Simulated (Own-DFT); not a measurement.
## Calculated data, GaAs (zincblende with one plane slipped along a stacking-fault path, atoms displaced), Si3N4 (beta silicon nitride, atoms displaced)

Computed with Own-DFT development build. A calculation, not a measurement: plane-wave PBE density functional theory by an unreviewed code, no spin, of a simulated periodic cell, stress positive in tension, free energy of the whole cell less one offset for each atom, forces on such cells passed a denser k mesh, this cell's mesh not checked; offsets are fitted by least squares, one for each functional and potential file, so energies compare only between cells with the same atoms and settings and are not formation energies; the far tail of each file's local potential was reset to the Coulomb form; each entry is a single point on an unrelaxed cell, so the pressure reflects the starting lattice, mostly measured values (interpolated for alloys), from which strain is counted, and rises with the displacements; printed positions are rounded, which can move forces by about a meV/angstrom; the program, named Own-DFT, is a retired in-house code; no spin-orbit coupling; before rounding, a Quantum ESPRESSO 7.3.1 run of the same cell and cutoff gave forces within 1 meV/angstrom rms on each cell, which checks the program and not the settings.

Settings shared by all entries: functional PBE; potential files PseudoDojo norm-conserving, scalar-relativistic, standard set; wave cutoff 42 hartree; occupations Fermi-Dirac; smearing width 0.1 eV.

(1) GaAs (zincblende with one plane slipped along a stacking-fault path, atoms displaced)

```
GaAs
1.0
      5.6533    -5.6533     0.0000
      0.0000     5.6533    -5.6533
     12.0604    12.0604     9.7991
Ga As Ga As Ga As Ga As Ga As Ga As Ga As Ga As Ga As Ga As Ga As Ga As Ga As Ga As Ga As Ga As Ga As Ga As Ga As Ga As Ga As Ga As Ga As Ga As
1 1 1 1 1 1 1 1 1 1 1 1 1 1 1 1 1 1 1 1 1 1 1 1 1 1 1 1 1 1 1 1 1 1 1 1 1 1 1 1 1 1 1 1 1 1 1 1
Direct
  0.99708 0.00108 0.00226
  0.98293 0.96525 0.12474
  0.13465 0.28651 0.16558
  0.13593 0.26107 0.29215
  0.28289 0.07768 0.33572
  0.27512 0.04833 0.45662
  0.06098 0.12518 0.49785
  0.04609 0.09248 0.62447
  0.20560 0.41994 0.66643
  0.19935 0.39271 0.79207
  0.35485 0.21190 0.83473
  0.33924 0.17394 0.95782
  0.01003 0.49288 0.00037
  0.98907 0.47151 0.12390
  0.14345 0.79227 0.16611
  0.12831 0.75523 0.29019
  0.28791 0.57733 0.33461
  0.27108 0.53778 0.45928
  0.05997 0.63321 0.50085
  0.05325 0.60521 0.62482
  0.21058 0.92144 0.66463
  0.20020 0.89564 0.79117
  0.35256 0.70815 0.83434
  0.34137 0.67810 0.95938
  0.50198 0.99789 0.00128
  0.47675 0.97382 0.12727
  0.65079 0.29363 0.16367
  0.63282 0.26054 0.29021
  0.79055 0.07650 0.33720
  0.78113 0.05400 0.45914
  0.57304 0.13562 0.49889
  0.55268 0.10660 0.62347
  0.71340 0.42398 0.66655
  0.69238 0.38709 0.79061
  0.85503 0.21712 0.83542
  0.83702 0.18099 0.95596
  0.49628 0.50611 0.00482
  0.49044 0.46386 0.12558
  0.64909 0.78813 0.16513
  0.62937 0.75885 0.28942
  0.78612 0.58102 0.33559
  0.77190 0.54516 0.45861
  0.56467 0.62969 0.50097
  0.54515 0.59482 0.62067
  0.71560 0.91837 0.66386
  0.69818 0.88658 0.79029
  0.86340 0.70949 0.83420
  0.84649 0.68419 0.95861
```

```
k mesh                            : 4 x 4 x 2 centred on Gamma
free energy of cell above offsets : -16.070 eV
pressure                          : 4.57 GPa
stress xx                         : -5.89 GPa
stress yy                         : -5.36 GPa
stress zz                         : -2.46 GPa
stress yz                         : -0.3 GPa
stress xz                         : -0.53 GPa
stress xy                         : 0.26 GPa
```

Force:
```csv
element,x (eV/Å),y (eV/Å),z (eV/Å)
Ga,-0.215,-0.548,-0.531
As,0.046,0.258,-0.178
Ga,0.887,-0.257,0.112
As,-0.742,0.133,0.152
Ga,-0.05,-1.093,-0.524
As,-0.754,-1.342,1.476
Ga,2.94,1.142,-0.9
As,0.199,-0.074,-0.684
Ga,0.128,-0.204,0.073
As,-0.471,0.078,0.231
Ga,0.029,-0.075,-0.146
As,0.39,0.727,-0.103
Ga,-0.529,0.758,-0.511
As,-0.139,0.083,-0.045
Ga,0.077,0.063,0.318
As,0.088,0.458,0.153
Ga,0.146,-0.085,-0.382
As,-1.777,-0.596,0.93
Ga,2.123,0.322,-1.2
As,-0.207,-0.053,0.352
Ga,0.62,0.2,-0.071
As,-0.184,-0.32,0.175
Ga,0.33,-0.195,-0.585
As,-0.039,-0.088,-0.278
Ga,-0.056,0.399,-0.099
As,0.236,-1.241,0.192
Ga,0.626,0.182,0.38
As,-0.057,0.189,0.396
Ga,-0.451,-0.425,-0.762
As,-2.565,-1.202,1.3
Ga,0.926,2.082,-0.995
As,0.131,-0.291,0.434
Ga,-0.099,0.085,-0.198
As,0.182,0.237,-0.1
Ga,-0.563,-1.085,-0.194
As,0.545,0.144,0.778
Ga,-0.112,-1.477,-0.16
As,-0.449,1.041,0.12
Ga,-0.438,0.564,-0.079
As,0.203,0.357,0.232
Ga,-0.232,-0.597,-0.304
As,-1.769,-1.242,1.148
Ga,0.982,1.029,-1.402
As,0.764,0.712,0.592
Ga,-0.412,0.687,0.293
As,0.1,0.336,-0.013
Ga,-0.287,0.217,-0.183
As,-0.102,0.007,0.789
```

(2) GaAs (zincblende with one plane slipped along a stacking-fault path, atoms displaced)

```
GaAs
1.0
      5.6533    -5.6533     0.0000
      0.0000     5.6533    -5.6533
     12.0604    12.0604     9.7991
Ga As Ga As Ga As Ga As Ga As Ga As Ga As Ga As Ga As Ga As Ga As Ga As Ga As Ga As Ga As Ga As Ga As Ga As Ga As Ga As Ga As Ga As Ga As Ga As
1 1 1 1 1 1 1 1 1 1 1 1 1 1 1 1 1 1 1 1 1 1 1 1 1 1 1 1 1 1 1 1 1 1 1 1 1 1 1 1 1 1 1 1 1 1 1 1
Direct
  0.99970 0.99763 0.00258
  0.98234 0.96327 0.12770
  0.15244 0.29661 0.16907
  0.12741 0.25523 0.29209
  0.28825 0.07237 0.33197
  0.27006 0.04254 0.45915
  0.07007 0.13173 0.50208
  0.04798 0.09692 0.62327
  0.21701 0.42374 0.66570
  0.19080 0.38494 0.79069
  0.34980 0.20676 0.83289
  0.33820 0.17158 0.95845
  0.99376 0.49728 0.00200
  0.98334 0.46580 0.12116
  0.14555 0.78792 0.16829
  0.13042 0.75789 0.29181
  0.28378 0.57124 0.33063
  0.27203 0.54608 0.45650
  0.07394 0.63549 0.49978
  0.05407 0.60067 0.62484
  0.21570 0.92380 0.66752
  0.18935 0.87895 0.79307
  0.35150 0.70690 0.83139
  0.34115 0.67831 0.95749
  0.50352 0.00395 0.99957
  0.48440 0.96506 0.12704
  0.64649 0.28776 0.16522
  0.63279 0.25702 0.29289
  0.78632 0.07804 0.33263
  0.77720 0.04633 0.45856
  0.57031 0.14069 0.50262
  0.55017 0.09427 0.62704
  0.70834 0.42506 0.66616
  0.69495 0.38796 0.79001
  0.85750 0.21153 0.83152
  0.83671 0.17721 0.95834
  0.50735 0.50412 0.00125
  0.48663 0.46764 0.12245
  0.63858 0.78520 0.16758
  0.61977 0.74467 0.29165
  0.78754 0.58480 0.33022
  0.77342 0.54381 0.45871
  0.56599 0.63115 0.50055
  0.54572 0.59783 0.62653
  0.71911 0.92456 0.66517
  0.69149 0.88562 0.78966
  0.86063 0.71423 0.83210
  0.83539 0.67945 0.95867
```

```
k mesh                            : 4 x 4 x 2 centred on Gamma
free energy of cell above offsets : -16.867 eV
pressure                          : 4.37 GPa
stress xx                         : -5.17 GPa
stress yy                         : -5.52 GPa
stress zz                         : -2.41 GPa
stress yz                         : -0.35 GPa
stress xz                         : -0.26 GPa
stress xy                         : 0.8 GPa
```

Force:
```csv
element,x (eV/Å),y (eV/Å),z (eV/Å)
Ga,-0.033,0.109,-0.181
As,0.105,0.28,-0.277
Ga,-0.674,-0.393,0.006
As,-0.198,-0.264,0.404
Ga,0.557,0.448,-0.314
As,-1.002,-2.088,0.982
Ga,0.733,1.38,-1.408
As,0.937,0.115,0.019
Ga,-0.508,0.38,0.452
As,0.121,-0.221,-0.1
Ga,0.294,-0.206,0.021
As,0.041,0.502,-0.444
Ga,-0.373,-0.794,-0.888
As,0.998,0.696,0.619
Ga,-0.373,-0.251,-0.073
As,-0.354,-0.167,0.366
Ga,0.386,0.514,0.061
As,-1.015,-2.003,1.115
Ga,0.935,2.027,-1.082
As,-0.125,0.221,0.066
Ga,-0.3,0.131,0.24
As,0.144,-0.093,-0.854
Ga,0.474,-0.061,0.293
As,-0.14,0.183,0.212
Ga,-0.061,-0.059,0.546
As,-0.452,-0.14,-0.253
Ga,0.268,0.277,0.082
As,-0.602,0.037,-0.38
Ga,0.171,-0.246,0.449
As,-1.621,-0.884,1.099
Ga,1.039,0.795,-1.138
As,0.18,0.178,-0.494
Ga,0.201,-0.492,0.132
As,0.042,0.396,0.172
Ga,-0.209,0.247,0.382
As,0.242,-0.366,-0.169
Ga,-1.046,-0.202,0.025
As,0.388,0.401,0.47
Ga,0.232,-0.385,-0.078
As,0.022,0.481,-0.803
Ga,0.669,-0.181,0.735
As,-1.297,-1.589,0.954
Ga,1.212,1.438,-1.093
As,0.172,-0.393,-0.595
Ga,-0.197,0.287,0.396
As,0.267,0.048,-0.04
Ga,-0.503,0.444,0.577
As,0.255,-0.539,-0.209
```

(3) Si3N4 (beta silicon nitride, atoms displaced)

```
Si3N4
1.0
      7.6060     0.0000     0.0000
     -3.8030     6.5870     0.0000
      0.0000     0.0000     8.7270
Si N Si N Si N
6 8 6 8 6 8
Direct
  0.16601 0.75780 0.08859
  0.23108 0.40536 0.06801
  0.57986 0.82194 0.07650
  0.82994 0.22212 0.26593
  0.75839 0.56731 0.25252
  0.43312 0.17952 0.24548
  0.36161 0.06062 0.07991
  0.98223 0.31536 0.08994
  0.68329 0.65877 0.09071
  0.63717 0.95534 0.25111
  0.02896 0.70270 0.24069
  0.30817 0.31640 0.21656
  0.31704 0.66114 0.07264
  0.64925 0.33792 0.26349
  0.15959 0.77856 0.41844
  0.22276 0.38883 0.40266
  0.62735 0.85643 0.42372
  0.79740 0.21442 0.60058
  0.76727 0.58370 0.56473
  0.43118 0.19531 0.56526
  0.33787 0.03053 0.41775
  0.96652 0.30401 0.41043
  0.72229 0.67440 0.40141
  0.65785 0.97705 0.57263
  0.01646 0.67911 0.57740
  0.28944 0.34620 0.58330
  0.31980 0.66520 0.40903
  0.68342 0.34846 0.59754
  0.16631 0.73747 0.75316
  0.22720 0.41348 0.74781
  0.59598 0.81549 0.74973
  0.81955 0.24724 0.90005
  0.76909 0.57166 0.91883
  0.41909 0.16519 0.92220
  0.34221 0.04500 0.75560
  0.97270 0.31300 0.73105
  0.69976 0.66068 0.74044
  0.69053 0.94356 0.91806
  0.05812 0.70780 0.91122
  0.31676 0.35377 0.90053
  0.31990 0.66693 0.75772
  0.69556 0.34658 0.91456
```

```
k mesh                            : 3 x 3 x 3 centred on Gamma
free energy of cell above offsets : 11.168 eV
pressure                          : 17.72 GPa
stress xx                         : -17.32 GPa
stress yy                         : -19.94 GPa
stress zz                         : -15.89 GPa
stress yz                         : -2.7 GPa
stress xz                         : -0.07 GPa
stress xy                         : 0.1 GPa
```

Force:
```csv
element,x (eV/Å),y (eV/Å),z (eV/Å)
Si,1.494,2.412,-2.563
Si,1.449,0.363,0.311
Si,0.662,-2.801,2.769
Si,-2.569,-1.027,-7.349
Si,-0.676,9.32,-4.442
Si,-8.906,-6.044,0.171
N,0.522,-6.986,3.146
N,-4.094,-2.568,-1.257
N,2.24,-1.22,-1.638
N,1.37,3.835,-1.132
N,-2.234,-0.582,2.905
N,-1.825,0.474,4.895
N,2.887,1.265,0.499
N,10.77,-1.735,1.528
Si,3.891,-2.381,-1.192
Si,0.182,3.845,-0.582
Si,-1.871,-9.297,-6.502
Si,3.556,4.375,-4.365
Si,-1.64,4.611,2.857
Si,-4.526,-1.537,5.168
N,-0.369,1.85,-1.42
N,0.731,-0.665,5.114
N,-3.256,2.326,3.711
N,0.114,-1.175,6.806
N,1.769,2.094,1.571
N,4.178,-2.463,-3.048
N,1.746,0.219,0.474
N,-1.932,-4.123,-1.101
Si,-5.328,6.608,-5.362
Si,1.747,-0.379,-0.821
Si,-0.928,-1.434,-0.028
Si,12.49,-5.94,2.95
Si,-3.429,11.74,-0.019
Si,-2.81,4.361,-5.938
N,0.849,-1.87,-3.318
N,-0.989,-0.944,3.991
N,0.392,-0.132,-0.213
N,-1.212,5.395,-2.668
N,-6.678,-2.464,4.409
N,1.509,-2.072,1.858
N,9.067,-0.74,-1.035
N,-8.348,-4.518,0.862
```

(4) Si3N4 (beta silicon nitride, atoms displaced)

```
Si3N4
1.0
      7.6060     0.0000     0.0000
     -3.8030     6.5870     0.0000
      0.0000     0.0000     8.7270
Si N Si N Si N
6 8 6 8 6 8
Direct
  0.15358 0.75160 0.08256
  0.24864 0.41564 0.07645
  0.59532 0.80006 0.06977
  0.81239 0.21287 0.23598
  0.78121 0.60751 0.23142
  0.42199 0.19941 0.26450
  0.34108 0.04779 0.07713
  0.97372 0.30565 0.08243
  0.68946 0.64380 0.06148
  0.65430 0.95002 0.24418
  0.02638 0.69291 0.26026
  0.30514 0.32390 0.25602
  0.33856 0.66744 0.08373
  0.67476 0.35049 0.26823
  0.18870 0.79497 0.41389
  0.22376 0.39343 0.43079
  0.59228 0.80748 0.42391
  0.80438 0.22361 0.56947
  0.74478 0.55467 0.59196
  0.39821 0.17572 0.57991
  0.32735 0.02994 0.43263
  0.98023 0.30411 0.43577
  0.70806 0.67279 0.41608
  0.66668 0.95102 0.58432
  0.02247 0.69810 0.57991
  0.28818 0.31752 0.59469
  0.32926 0.65192 0.41792
  0.69477 0.34255 0.58168
  0.17403 0.75573 0.75426
  0.23950 0.40515 0.74280
  0.60250 0.83187 0.74897
  0.81821 0.23527 0.90299
  0.77598 0.60618 0.91037
  0.41579 0.16624 0.92817
  0.33446 0.03411 0.75694
  0.97236 0.29071 0.74092
  0.69724 0.64870 0.73615
  0.65677 0.96495 0.91172
  0.01539 0.67882 0.92371
  0.31310 0.34627 0.90951
  0.34681 0.66490 0.74757
  0.65876 0.32721 0.91312
```

```
k mesh                            : 3 x 3 x 3 centred on Gamma
free energy of cell above offsets : 5.019 eV
pressure                          : 13.5 GPa
stress xx                         : -14.36 GPa
stress yy                         : -14.63 GPa
stress zz                         : -11.51 GPa
stress yz                         : -2.71 GPa
stress xz                         : 4.79 GPa
stress xy                         : 3.67 GPa
```

Force:
```csv
element,x (eV/Å),y (eV/Å),z (eV/Å)
Si,4.018,2.787,2.138
Si,-1.467,-2.523,1.131
Si,-3.431,4.011,1.454
Si,0.888,1.595,2.305
Si,-1.791,-1.546,5.207
Si,1.773,-3.935,-2.538
N,-0.95,-6.128,8.439
N,-0.18,-0.407,-1.186
N,-1.799,1.939,5.117
N,0.98,0.595,0.06
N,1.605,2.064,-3.093
N,-4.219,2.39,0.027
N,-1.716,0.139,-0.218
N,1.982,-2.001,-1.373
Si,-0.219,-9.031,2.746
Si,0.545,1.803,-2.916
Si,-1.449,-0.054,-2.201
Si,9.434,-4.228,2.631
Si,1.072,13.02,-5.573
Si,1.796,-0.236,6.002
N,1.142,4.571,-4.195
N,-2.769,-2.451,-4.524
N,1.444,-1.952,-0.923
N,-0.642,3.877,-1.52
N,1.494,0.788,1.262
N,3.057,-0.807,-4.322
N,-0.842,2.324,-0.039
N,-7.337,-9.179,-0.142
Si,-0.273,1.21,-2.633
Si,-3.297,0.968,4.81
Si,0.381,-2.818,-0.214
Si,2.93,-0.224,1.11
Si,0.196,-5.334,-5.675
Si,-3.066,3.502,-6.928
N,0,-1.516,-1.121
N,-1.544,-0.073,0.652
N,-3.413,3.12,5.253
N,1.492,0.503,1.179
N,2.701,1.747,-1.727
N,1.44,-1.544,1.357
N,-1.993,-0.042,0.263
N,2.033,3.073,-0.08
```
